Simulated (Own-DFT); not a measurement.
# Computed records: SiC (4H silicon carbide, strained, atoms displaced), GaP (zincblende, strained, atoms displaced), SiC (4H silicon carbide, atoms displaced)

All values are calculated (Own-DFT development build). A calculation, not a measurement: plane-wave PBE density functional theory by an unreviewed code, no spin, of a simulated periodic cell, stress positive in tension, free energy of the whole cell less one offset for each atom, forces on such cells passed a denser k mesh, this cell's mesh not checked; offsets are fitted by least squares, one for each functional and potential file, so energies compare only between cells with the same atoms and settings and are not formation energies; the far tail of each file's local potential was reset to the Coulomb form; each entry is a single point on an unrelaxed cell, so the pressure reflects the starting lattice, mostly measured values (interpolated for alloys), from which strain is counted, and rises with the displacements; printed positions are rounded, which can move forces by about a meV/angstrom; the program, named Own-DFT, is a retired in-house code; no spin-orbit coupling.

Common to all runs: functional PBE; potential files PseudoDojo norm-conserving, scalar-relativistic, standard set; wave cutoff 42 hartree; occupations Fermi-Dirac; smearing width 0.1 eV.

(1) 
```xyz
72
Lattice="9.3277 -0.1847 -0.1590 -4.8239 8.2046 0.0575 -0.1731 -0.0277 10.1583" Properties=species:S:1:pos:R:3:force_x:R:1:force_y:R:1:force_z:R:1 formula=SiC hardware=one_NVIDIA_H100 k_mesh=4_x_4_x_3_centred_on_Gamma free_energy_of_cell_above_offsets=-5.900 pressure=-0.93 stress_xx=0.07 stress_yy=2.82 stress_zz=-0.1 stress_yz=-0.26 stress_xz=-5.05 stress_xy=-9.07 wall_time=373.3
Si     9.2229    -0.1878     3.8622      1.044       0.07      1.636
Si    -0.0785     1.8944     1.5758     -1.018      -1.83      0.183
C      0.0483     0.0130     0.9190     -1.211      0.606      0.674
C     -0.1893     1.8410     3.5149      1.034     -1.398     -1.084
Si     7.6383     2.5081     3.9579       0.08      1.451      0.426
Si    -1.7337     4.4833     1.5551      0.863        1.2      1.792
C      7.6266     2.5676     0.8371      0.644     -0.739      -0.99
C     -1.6636     4.4974     3.5519     -1.137      0.257     -0.599
Si    -3.3112     5.5369     4.1926      1.664     -1.717     -0.521
Si    -3.2887     7.2733     1.6034       -0.4     -1.033      0.681
C      6.0875     5.2342     0.8801     -0.047      0.875     -1.393
C     -3.2804     7.2577     3.5286     -1.131      0.862     -0.237
Si    -1.7392     8.1252     4.1690     -0.492       0.04     -0.887
Si     3.1241     1.8225     1.5139     -3.873     -2.737      1.514
C     -1.7810     8.0250     0.9267      1.012      2.824      0.144
C      3.0191     1.6575     3.4480     -0.207      1.687      0.066
Si     1.3434     2.6076     4.1521       2.28      1.095     -0.783
Si     1.4146     4.4555     1.5879      0.356      1.448     -1.297
C      1.4204     2.7031     0.9732      2.254     -0.107     -1.215
C      1.4473     4.4805     3.4194      0.248     -0.911       1.66
Si    -0.0906     5.2933     4.0886      -0.82      2.167       0.27
Si    -0.2729     7.2932     1.6603      2.004     -2.064     -1.225
C     -0.1839     5.3680     0.9610      1.038      1.263      0.268
C     -0.2412     7.2604     3.5028      1.048     -1.342      0.347
Si     6.1892    -0.1028     4.0182     -0.764     -1.112      0.524
Si     6.1028     1.6765     1.4563      0.987      -0.25      0.943
C      6.3072    -0.0802     0.8572       -3.4      0.108     -1.057
C      6.1556     1.6447     3.4406     -1.767      0.362     -1.556
Si     4.5864     2.5945     4.1173     -0.637     -0.355     -1.768
Si     4.5434     4.4439     1.5334     -0.128     -0.254     -1.562
C      4.5611     2.5738     0.8828      1.527      1.891     -1.245
C      4.5831     4.3782     3.3301       -1.1      0.318      2.836
Si     3.0066     5.3812     4.1014     -0.765     -1.119     -1.824
Si     2.8938     7.2275     1.4772      2.438     -1.873      0.454
C      3.0457     5.3860     0.8404     -1.435     -0.588       0.94
C      2.8807     7.1371     3.3897     -0.059     -0.021     -0.149
Si     4.3946     7.9091     9.0850     -0.357      1.485     -0.324
Si     4.5044     6.1466     6.4848     -1.184       0.87      2.303
C      4.3990     7.9391     5.9600      0.115      0.867     -1.403
C      4.3810     6.1254     8.4824      1.055      0.173     -0.838
Si    -3.2960     5.4421     9.2136     -2.467     -1.214      1.141
Si     6.0650     3.4913     6.5178      0.108     -1.277      0.541
C     -3.2958     5.4515     6.1239      0.495      0.102      -1.47
C      5.9434     3.4024     8.4397      1.093      1.402     -0.021
Si     7.5272     2.5567     9.0494     -0.326     -0.594      0.783
Si     7.6999     0.7181     6.5541     -0.889     -0.808      -0.26
C      7.6229     2.4512     5.8094      0.024      1.468      1.665
C      7.5493     0.7650     8.4542      2.668     -0.247     -0.601
Si     1.3571     7.9879     9.1122     -2.504       1.82      1.139
Si     1.2378     6.2571     6.6264      4.122      1.656      0.596
C      1.3342     8.0058     5.9697     -0.542      1.152      0.413
C      1.2920     6.2851     8.5308       1.12     -1.684     -0.251
Si     2.8674     5.2430     9.1279      -0.33      1.352      0.076
Si     2.8859     3.5548     6.6156      1.525     -0.001     -0.739
C      2.9292     5.3557     5.9307     -0.784     -0.772      1.097
C      2.8644     3.4782     8.5044     -0.237      0.856      0.146
Si     4.3910     2.6832     9.1336      0.897     -2.835      -0.42
Si     4.5470     0.8048     6.6471      0.519      -0.41      -2.74
C      4.5291     2.6160     5.9423     -0.809     -0.038      1.106
C      4.4814     0.6673     8.4053      1.014        1.3      3.505
Si    -1.8157     8.0429     9.2391     -1.026      0.884     -1.251
Si    -1.7731     6.3888     6.6810      0.633     -0.852      0.049
C     -1.7899     8.1126     5.9871      -0.66      0.875      1.452
C     -1.8554     6.2847     8.5869      2.154      0.607     -0.505
Si    -0.1854     5.4535     9.2436     -1.893     -1.366     -0.041
Si    -0.2193     3.6135     6.6462      0.424     -0.512      0.806
C     -0.1199     5.4092     6.0456     -3.797     -1.843     -1.527
C     -0.2657     3.6036     8.6242      1.156      0.333     -1.008
Si     1.3446     2.6348     9.1910     -1.281     -0.386     -0.046
Si     1.3847     0.8574     6.6357      1.327      -0.35     -0.513
C      1.3937     2.6749     6.0512     -1.145     -0.425     -0.783
C      1.4379     0.8522     8.4780     -0.348     -0.661      1.962
```

Units: free_energy_of_cell_above_offsets in eV; pressure, stress_xx, stress_yy, stress_zz, stress_yz, stress_xz, stress_xy in GPa; wall_time in s; force_x, force_y, force_z in eV/Å.

(2) 
```xyz
64
Lattice="10.8620 0.0000 0.0000 0.0000 10.8620 0.0000 0.0000 0.0000 10.9439" Properties=species:S:1:pos:R:3:force_x:R:1:force_y:R:1:force_z:R:1 formula=GaP hardware=one_NVIDIA_H100 k_mesh=3_x_3_x_3_centred_on_Gamma free_energy_of_cell_above_offsets=-27.405 pressure=5.05 stress_xx=-5.31 stress_yy=-5.04 stress_zz=-4.78 stress_yz=0.17 stress_xz=-0.22 stress_xy=0.85 wall_time=604.8
Ga    10.8474     0.0477     0.0068      0.547      0.338      0.221
Ga    10.7648     2.7360     2.6298      1.171      -0.22      2.705
Ga     2.8115     0.0061     2.7185     -1.604      0.314      0.116
Ga     2.7298     2.8112    10.9052       0.21     -1.306      0.027
P      1.3398     1.5434     1.4232      1.059     -2.047     -0.825
P      1.4121     4.1847     4.2571     -0.431     -0.431     -2.027
P      3.9933     1.3515     4.1116      0.927      0.426      0.669
P      4.0243     4.0091     1.3839      0.705      0.696      0.024
Ga     0.0383     0.0281     5.3629     -0.864      0.478      2.987
Ga     0.0327     2.6464     8.2396     -2.079      2.317      1.215
Ga     2.6457     0.0110     8.3794      0.909      1.379      -1.91
Ga     2.5874     2.7083     5.5233      0.949     -0.063     -0.073
P      1.1833     1.5262     6.8984      2.315     -3.132      -1.58
P      1.2699     3.9824     9.6849      0.273      1.183     -1.404
P      4.1897     1.3952     9.5210     -1.043      0.349      0.475
P      4.1568     3.9664     6.8167     -1.799      1.239     -0.158
Ga    10.8397     5.4497     0.0073      0.351     -1.767      1.331
Ga    10.7820     8.1458     2.6267      0.781      -0.99      1.107
Ga     2.8791     5.5215     2.7561     -3.064     -3.794     -2.229
Ga     2.6667     8.0805    10.8068     -0.721       1.33      2.303
P      1.4562     6.5943     1.3909     -1.031      1.998     -0.404
P      1.2370     9.6113     4.1575      1.779     -2.031     -2.399
P      3.9938     6.6353     3.9986      2.729      4.161      3.258
P      4.1121     9.5125     1.4545     -0.359     -0.748     -1.356
Ga    10.7994     5.3644     5.5093       0.95      1.361      0.165
Ga    10.8043     7.9655     8.3248      1.659      2.302     -2.058
Ga     2.6616     5.4317     8.2018      1.194     -2.504      1.273
Ga     2.6513     8.1595     5.3309     -0.081     -0.182      0.984
P      1.4620     6.7334     7.0168     -2.041      1.576     -2.853
P      1.3772     9.5502     9.5489     -1.674     -1.061      1.145
P      3.9078     6.8385     9.5602      2.372     -1.852     -0.482
P      3.9924     9.5754     6.8060       -1.4       -1.5      1.016
Ga     5.4071     0.1039     0.0719     -0.354     -1.762     -0.992
Ga     5.4471     2.7201     2.6886     -0.307     -0.683      0.148
Ga     7.9389     0.0840     2.8108      1.222     -0.394     -0.352
Ga     8.1989     2.6760    10.8898     -0.368      0.018     -0.702
P      6.7926     1.3654     1.2210      0.311      0.736       1.59
P      6.7671     4.0339     4.0184     -0.043      0.081      1.461
P      9.5193     1.3290     4.2202      0.192     -0.646      -2.93
P      9.4323     3.8715     1.3911     -0.976      3.407     -0.656
Ga     5.3195    10.8254     5.6385      1.291      1.332      -1.73
Ga     5.4879     2.7630     8.1009      0.131      0.094      1.504
Ga     8.1108    10.7660     8.1806      0.168      -0.13      0.336
Ga     8.3066     2.6077     5.4153     -2.333      1.998      1.729
P      6.7605     1.3754     6.9436      1.253     -0.873     -1.715
P      6.8101     4.1287     9.5537     -0.472     -1.432      0.747
P      9.4985     1.3406     9.5137     -0.383     -0.644      0.033
P      9.4726     4.1718     6.8190     -0.467     -1.651      1.143
Ga     5.4368     5.3240     0.0092     -0.651      1.093      0.185
Ga     5.4298     8.1509     2.8360     -1.152     -1.423      -1.57
Ga     7.9534     5.5502     2.7718      1.592     -2.674       0.41
Ga     8.0697     8.0909     0.0632      0.987       0.83     -0.323
P      6.8216     6.7487     1.4298     -2.159      1.076     -1.556
P      6.6848     9.4052     4.0426      0.924      1.947      2.114
P      9.3901     6.6258     4.1098      1.382      1.359     -0.156
P      9.5397     9.5634     1.4040     -1.548        0.3     -0.413
Ga     5.2942     5.4874     5.4884      1.484     -0.797      0.249
Ga     5.2777     8.0650     8.1076     -0.106      1.206      1.027
Ga     8.0940     5.3707     8.2693      1.134      1.462      -0.66
Ga     8.1313     8.1250     5.3541      0.029      0.005      1.142
P      6.7349     6.8280     6.9571      0.567     -0.646     -1.638
P      6.7409     9.4241     9.5938     -0.565      0.174     -0.056
P      9.6639     6.8120     9.6878     -3.424     -0.959      0.614
P      9.5456     9.4476     6.8256     -0.047     -0.222     -0.244
```

Units: free_energy_of_cell_above_offsets in eV; pressure, stress_xx, stress_yy, stress_zz, stress_yz, stress_xz, stress_xy in GPa; wall_time in s; force_x, force_y, force_z in eV/Å.

(3) 
```xyz
128
Lattice="12.3308 0.0000 0.0000 -6.1654 10.6788 0.0000 0.0000 0.0000 10.0681" Properties=species:S:1:pos:R:3:force_x:R:1:force_y:R:1:force_z:R:1 formula=SiC hardware=one_NVIDIA_H200 k_mesh=3_x_3_x_3_centred_on_Gamma free_energy_of_cell_above_offsets=-18.810 pressure=3.7 stress_xx=-3.54 stress_yy=-2.9 stress_zz=-4.67 stress_yz=0.09 stress_xz=-0.3 stress_xy=-0.31 wall_time=512.3
Si    -6.1309    10.6690     4.0820     -0.445      -0.09     -0.199
Si     0.0353     1.7676     1.5594     -0.624      0.435      0.682
C     12.3089     0.0218     0.9352       0.47     -0.482     -0.183
C     -0.0063     1.7961     3.4612      0.251     -0.937      -0.01
Si    10.7828     2.6648     4.0869      0.384      0.484     -0.097
Si    -1.5397     4.4705     1.5428      0.157     -0.791      0.684
C     -1.4808     2.6761     0.9506     -1.155      -0.15     -0.413
C     -1.5009     4.4197     3.4111     -1.272      0.863      0.955
Si    -3.1056     5.3978     4.0874      1.441     -1.119      0.193
Si    -3.0385     7.1033     1.5558     -1.154      0.849     -0.027
C     -3.0668     5.3569     0.9717     -0.129     -0.478     -0.946
C     -3.0704     7.1413     3.4256      0.111     -0.155      0.356
Si     7.7111     7.9430     4.0732     -0.172      1.438      0.238
Si    -4.6253     9.8109     1.5289      0.184     -1.087      0.269
C     -4.6103     7.9933     0.9096     -0.715     -0.008      0.553
C     -4.5997     9.7650     3.4227     -0.554     -0.102      0.457
Si    -3.1197    10.6510     4.1305      1.074      0.772     -0.454
Si     3.0504     1.7534     1.6031      1.993      0.156     -0.014
C     -3.0584    10.6377     0.9177     -1.216      1.089      0.081
C      3.1061     1.8203     3.5098     -0.794     -1.522     -0.541
Si     1.5393     2.6390     4.0754     -0.103      1.439      0.512
Si     1.5188     4.4231     1.5146      0.574      0.966      1.831
C      1.5796     2.6323     0.9514      -0.88      0.337     -0.109
C      1.5830     4.4476     3.4800     -1.143     -0.023     -0.317
Si    -0.0675     5.3920     4.1256      1.629     -1.591     -1.365
Si    -0.0343     7.1017     1.5652      1.313       0.24      0.962
C     -0.0474     5.3622     0.9358       0.82     -0.614     -0.259
C      0.0090     7.1167     3.4891     -0.477       0.47     -0.663
Si    -1.5170     8.0414     4.0481     -0.307      0.273      0.525
Si    -1.5581     9.7886     1.4954      0.333      0.051      2.213
C     -1.5152     8.0193     0.9944     -0.537     -0.343     -0.799
C     -1.5018     9.8499     3.4472     -1.488     -1.002     -0.164
Si    -0.0194    10.6693     4.1163      0.614      0.804     -0.729
Si     6.1729     1.7913     1.5912     -0.492     -0.441     -1.151
C     -0.0690    10.6365     0.9056      2.217      1.137      1.175
C      6.1811     1.7664     3.4349      -0.44      0.342      0.984
Si     4.6064     2.6799     4.1389      0.999     -0.068     -1.184
Si     4.6624     4.4440     1.6062     -0.792     -0.307     -0.903
C      4.6351     2.6834     0.9382     -0.557     -0.471      0.431
C      4.6359     4.4545     3.4593      0.561     -0.372      0.528
Si     3.1291     5.3416     4.0786     -1.101     -0.848      0.291
Si     3.1322     7.1443     1.6030     -1.513     -0.961     -0.892
C      3.0930     5.3480     0.9917      0.382      -0.09     -1.127
C      3.0339     7.0447     3.4286      1.117       2.06      1.375
Si     1.5440     8.0244     4.0855     -0.352     -0.794      0.153
Si     1.5906     9.8043     1.5942     -1.875     -0.922     -0.796
C      1.5292     7.9631     0.9846      0.711      1.117     -0.801
C      1.4850     9.7722     3.4514      1.252      0.404      0.337
Si     3.0930    10.6268     4.0370       -0.6       0.98      0.615
Si     9.2385     1.7944     1.5474      0.824      0.161      0.677
C      3.1028    10.6750     0.9657     -0.126      0.157      -0.77
C      9.2864     1.7746     3.4664     -1.054      -0.32     -0.168
Si     7.6846     2.6690     4.0795      0.878     -0.335     -0.184
Si     7.7301     4.4716     1.5748      0.122     -0.513      0.503
C      7.7133     2.6908     0.9229      0.249     -0.224      0.106
C      7.7270     4.4601     3.5028      -0.14     -0.138     -0.906
Si     6.1814     5.3045     4.0826     -0.394      0.687      0.019
Si     6.1016     7.0925     1.6022      2.193      0.277     -0.244
C      6.2100     5.3219     0.9455     -0.785       0.54      0.969
C      6.1440     7.1181     3.4870      0.093     -0.646     -0.271
Si     4.6009     7.9835     4.1158     -0.019     -0.131     -1.107
Si     4.6287     9.7607     1.5643      0.198      0.798      0.552
C      4.6511     8.0173     0.9765     -0.612      -0.02     -1.225
C      4.6286     9.7536     3.4703      0.284      0.067     -0.268
Si     0.0364     0.0686     9.1237     -0.783     -1.223     -0.609
Si     6.1736     8.9205     6.6638     -0.002     -0.387     -2.513
C      6.1668    10.6597     5.9603      -0.37      0.798      0.629
C      6.1541     8.8837     8.4474     -0.066      1.109      2.103
Si     7.6450     7.9967     9.1024      1.586     -0.147      0.076
Si     7.6629     6.2320     6.6146      0.893     -0.297     -0.786
C     -4.6192     8.0071     5.9936      -0.48     -0.008     -0.311
C      7.6567     6.2167     8.4429      1.126      0.264      1.691
Si    -3.0527     5.3158     9.1326     -1.098      1.272     -0.286
Si     9.2495     3.5442     6.5935     -0.488      1.259     -0.058
C     -3.0257     5.3923     5.9966     -2.046     -1.187     -0.608
C      9.1663     3.5998     8.4959      2.778     -0.565     -0.504
Si    10.7753     2.6451     9.1380     -0.216      0.465     -0.268
Si    10.7146     0.8627     6.5943      1.423      0.458     -0.253
C     -1.5372     2.7153     6.0004     -1.075     -1.868     -0.632
C     10.7407     0.8616     8.4838      1.186      0.791      0.116
Si     9.2290     0.0266     9.1057      0.073     -1.272      0.459
Si     3.0717     8.9037     6.5464     -0.205     -0.615      0.672
C      3.0482    10.6627     5.9690      0.389      0.121      -0.98
C      3.0907     8.9099     8.4324     -0.159      0.086      1.112
Si     4.6134     8.0325     9.1070     -0.151     -0.909     -0.068
Si     4.6318     6.2958     6.5747      0.334     -1.901      0.903
C      4.6403     7.9984     5.9402     -0.303      1.177      0.901
C      4.6168     6.1853     8.4836      0.886      1.575      0.329
Si     6.1924     5.3404     9.1893     -0.828     -0.555     -1.953
Si     6.1854     3.5719     6.5740     -0.564      0.177      1.289
C      6.1636     5.3347     5.9380     -0.097       0.34      0.375
C      6.1537     3.5713     8.5095      0.279     -0.399     -0.237
Si     7.7666     2.6842     9.0800     -2.836     -0.418      0.871
Si     7.7246     0.8851     6.5954     -0.525      0.462       0.24
C      7.6977     2.6812     5.9532       0.59     -0.371      0.229
C      7.7327     0.8987     8.4973     -0.617      0.092     -0.055
Si     6.1496     0.0204     9.1674      0.306      0.016     -1.699
Si    -0.0622     8.9040     6.6239       0.81      0.361     -0.687
C      6.1951     0.0481     5.9613      -0.63     -1.021      0.547
C      0.0023     8.9155     8.4716     -0.223      0.091      1.228
Si     1.5444     8.0220     9.1175      -0.07     -0.374     -0.001
Si     1.5551     6.1765     6.5758     -0.552      0.973       0.49
C      1.5031     8.0235     5.9851      0.354     -0.507     -0.415
C      1.5086     6.2254     8.4954      0.434     -0.219      0.001
Si     3.1097     5.3644     9.1215     -1.027     -0.957      0.231
Si     3.0415     3.5652     6.5544      1.349     -0.068      1.226
C      3.1351     5.3402     5.9998     -0.619      0.237     -1.035
C      3.0696     3.5339     8.4609     -0.516      0.661      0.619
Si     4.5698     2.6429     9.1142      1.159      1.136      0.134
Si     4.6517     0.9137     6.5774     -0.504      -0.39      1.027
C      4.6555     2.6571     5.9752     -0.709      0.778        0.1
C      4.6375     0.9217     8.5121     -0.447     -1.181     -0.603
Si    -3.1039    10.6405     9.1094      1.515      1.323      0.089
Si    -3.0905     8.8715     6.6143      0.034      1.186      0.404
C      3.0491     0.0439     6.0220      0.466      -0.87     -0.484
C     -3.0013     8.9329     8.5402     -2.121     -1.488     -0.937
Si    -1.5406     8.0550     9.1945      0.893      -1.21     -1.145
Si    -1.5623     6.2211     6.6280      1.043      1.162     -0.148
C     -1.5839     8.0443     5.9607      0.586     -0.731     -0.111
C     -1.5275     6.2029     8.5013      -0.61       0.92      0.465
Si    -0.0367     5.3178     9.1347      0.961      0.515     -0.267
Si    -0.0720     3.5394     6.6233      1.964      1.165      0.292
C     -0.0382     5.3418     5.9450      0.255     -0.274       1.47
C      0.0064     3.5423     8.5502     -0.797     -0.234      -0.72
Si     1.5273     2.6661     9.1698      1.079     -0.073     -1.258
Si     1.5216     0.9417     6.6257        0.1     -0.485     -0.498
C      1.5270     2.7092     5.9995     -0.942      -0.61     -0.718
C      1.6041     0.8810     8.4862     -1.592      0.544       0.59
```

Units: free_energy_of_cell_above_offsets in eV; pressure, stress_xx, stress_yy, stress_zz, stress_yz, stress_xz, stress_xy in GPa; wall_time in s; force_x, force_y, force_z in eV/Å.
